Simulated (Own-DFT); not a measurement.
Simulation results for Al3GaN4 (wurtzite random alloy, strained, atoms displaced)

All values are calculated (Own-DFT development build). A calculation, not a measurement: plane-wave PBE density functional theory by an unreviewed code, no spin, of a simulated periodic cell, stress positive in tension, free energy of the whole cell less one offset for each atom, forces on such cells passed a denser k mesh, this cell's mesh not checked; offsets are fitted by least squares, one for each functional and potential file, so energies compare only between cells with the same atoms and settings and are not formation energies; the far tail of each file's local potential was reset to the Coulomb form; each entry is a single point on an unrelaxed cell, so the pressure reflects the starting lattice, mostly measured values, from which strain is counted, and rises with the displacements; printed positions are rounded, which can move forces by about a meV/angstrom; the program is a retired in-house code; no spin-orbit coupling.

```xyz
72
Lattice="9.6756 0.0000 0.0000 -4.8378 8.3793 0.0000 0.0000 0.0000 10.0655" Properties=species:S:1:pos:R:3:force_x:R:1:force_y:R:1:force_z:R:1 formula=Al3GaN4 functional=PBE potential_files=PseudoDojo_norm-conserving,scalar-relativistic,standard_set wave_cutoff=42 occupations=Fermi-Dirac smearing_width=0.1 k_mesh=4_x_4_x_3_centred_on_Gamma free_energy_of_cell_above_offsets=-17.392 pressure=-4.88 stress_xx=8.3 stress_yy=8.11 stress_zz=-1.77 stress_yz=-0.11 stress_xz=-0.21 stress_xy=0.51
Ga    -0.0330     1.7987     0.0022     -0.207      0.758     -0.389
Al     1.6771     0.8727     2.5076      -0.82      2.237      0.863
N     -0.0261     1.8285     1.9037      0.313     -0.652      1.453
N      1.6115     0.9813     4.4999      1.476      0.137     -1.284
Al     0.0797     1.8640     5.0236      -1.15      0.448      0.001
Al     1.5671     1.0252     7.5723      1.042     -1.724     -0.794
N      0.0110     1.8186     6.9232     -0.248      0.197      0.162
N      1.5876     0.9096     9.4410      1.094      0.859       0.39
Al    -1.6186     4.6678     0.0263     -0.405     -0.146     -2.037
Ga    -0.0335     3.6965     2.5495      1.061      0.112     -0.794
N     -1.5578     4.7034     1.8479     -1.133     -0.031      1.856
N      0.0844     3.7776     4.5054      -1.84     -1.225     -0.572
Al    -1.5885     4.6714     4.9905     -0.654     -1.084      0.619
Ga    -0.0514     3.6942     7.5783      0.361      0.924     -0.977
N     -1.6991     4.6354     6.8973      1.028     -0.263     -0.269
N     -0.0045     3.7156     9.4859     -0.145      0.154      0.724
Al    -3.1830     7.5457    10.0552     -0.589     -2.542     -0.108
Al    -1.5804     6.5063     2.5292     -0.973      0.433     -0.367
N     -3.3444     7.5597     1.9632      2.624     -1.498     -1.142
N     -1.5863     6.4907     4.4847     -0.619     -0.374     -1.781
Ga    -3.1722     7.4701     5.0516     -1.323     -0.146      0.267
Ga    -1.6188     6.5237     7.4601      -0.13     -0.635      1.143
N     -3.2432     7.4268     7.0170       -0.8      1.374      -0.46
N     -1.6171     6.4769     9.4304      0.345      0.802      1.437
Al     3.2094     1.8419     0.0331      0.273      0.168     -1.311
Al     4.7928     0.9596     2.4482       1.57     -0.314       1.03
N      3.2970     1.8854     1.8961     -1.505     -0.333       0.42
N      4.9100     0.9793     4.4257     -1.825     -0.403     -0.886
Al     3.2815     1.8921     5.0566     -0.068     -0.111     -0.622
Al     4.7858     0.9298     7.5729      1.113     -0.621     -0.806
N      3.2781     1.7861     6.9535     -1.271      1.374      0.136
N      4.8215     0.8533     9.4066     -0.079      0.519      1.758
Al     1.6650     4.6020     9.9910     -1.231      0.744      0.723
Al     3.2236     3.7240     2.5003      1.036      0.512     -0.336
N      1.6841     4.6419     1.8757     -0.797      0.288      0.472
N      3.2568     3.7498     4.4059     -0.702     -0.432      0.516
Al     1.5933     4.6694     4.9311      1.487      0.165      1.772
Al     3.2398     3.6740     7.5305     -0.168      0.792     -0.167
N      1.6285     4.6356     6.9182      0.438     -0.366      -0.24
N      3.1822     3.7099     9.4729      1.023     -1.137       -0.7
Al     0.0247     7.3983     0.0189     -0.652     -0.334     -1.536
Al     1.6022     6.5065     2.5308     -0.071     -0.354     -0.872
N     -0.0940     7.4942     1.8694      1.012     -0.477      1.258
N      1.5620     6.5098     4.4768      1.394      0.129     -1.435
Ga    -0.0272     7.4564     5.0022       0.55      0.827      0.116
Ga     1.6677     6.5665     7.5500     -0.703     -0.776     -0.951
N     -0.0394     7.4664     6.9015      1.055      0.863      0.986
N      1.6078     6.4618     9.4434      0.155      0.484      1.378
Al     6.4334     1.7720    10.0578      0.054      1.018     -0.855
Al     8.0118     0.9132     2.4580      1.214     -0.788      0.775
N      6.5004     1.7713     1.8979     -1.209      1.009     -0.333
N      8.1013     0.9586     4.4796      0.805     -0.944     -1.127
Ga     6.4988     1.8016     5.1043     -0.204      1.149     -1.166
Al     8.1230     0.9145     7.5032     -0.818     -0.021      0.238
N      6.4215     1.9739     6.9925      0.308     -4.758      0.379
N      8.0355     0.8342     9.4281     -0.391      0.717     -0.137
Al     4.8284     4.5935     9.9905      0.229      0.951      0.732
Al     6.4755     3.7432     2.4589     -0.619     -0.417      0.588
N      4.8636     4.6060     1.8596     -0.084       -0.3      0.393
N      6.4522     3.6828     4.4590      0.227      1.459     -0.822
Al     4.7514     4.6714     5.1319      1.277      0.215     -2.336
Al     6.5100     3.6218     7.4403     -1.075      4.297      2.103
N      4.8479     4.7132     6.9415     -0.441     -1.158      1.109
N      6.4029     3.7467     9.4499      1.206     -1.563     -0.155
Al     3.2337     7.4365    10.0333      0.418     -1.514      -0.89
Ga     4.7992     6.5772     2.5300       0.35     -1.792     -1.858
N      3.2097     7.2834     1.7945     -1.632      2.408      1.693
N      4.7449     6.5704     4.3545      0.826     -1.034      2.745
Al     3.2215     7.4481     4.9402     -0.256      0.465      1.334
Al     4.8188     6.5210     7.5607      1.178      -0.38      0.797
N      3.3253     7.4552     6.9686     -0.896      0.686     -1.204
N      4.9075     6.4625     9.5124      -0.81      0.976     -0.643
```

Units: wave_cutoff in hartree; smearing_width, free_energy_of_cell_above_offsets in eV; pressure, stress_xx, stress_yy, stress_zz, stress_yz, stress_xz, stress_xy in GPa; force_x, force_y, force_z in eV/Å.
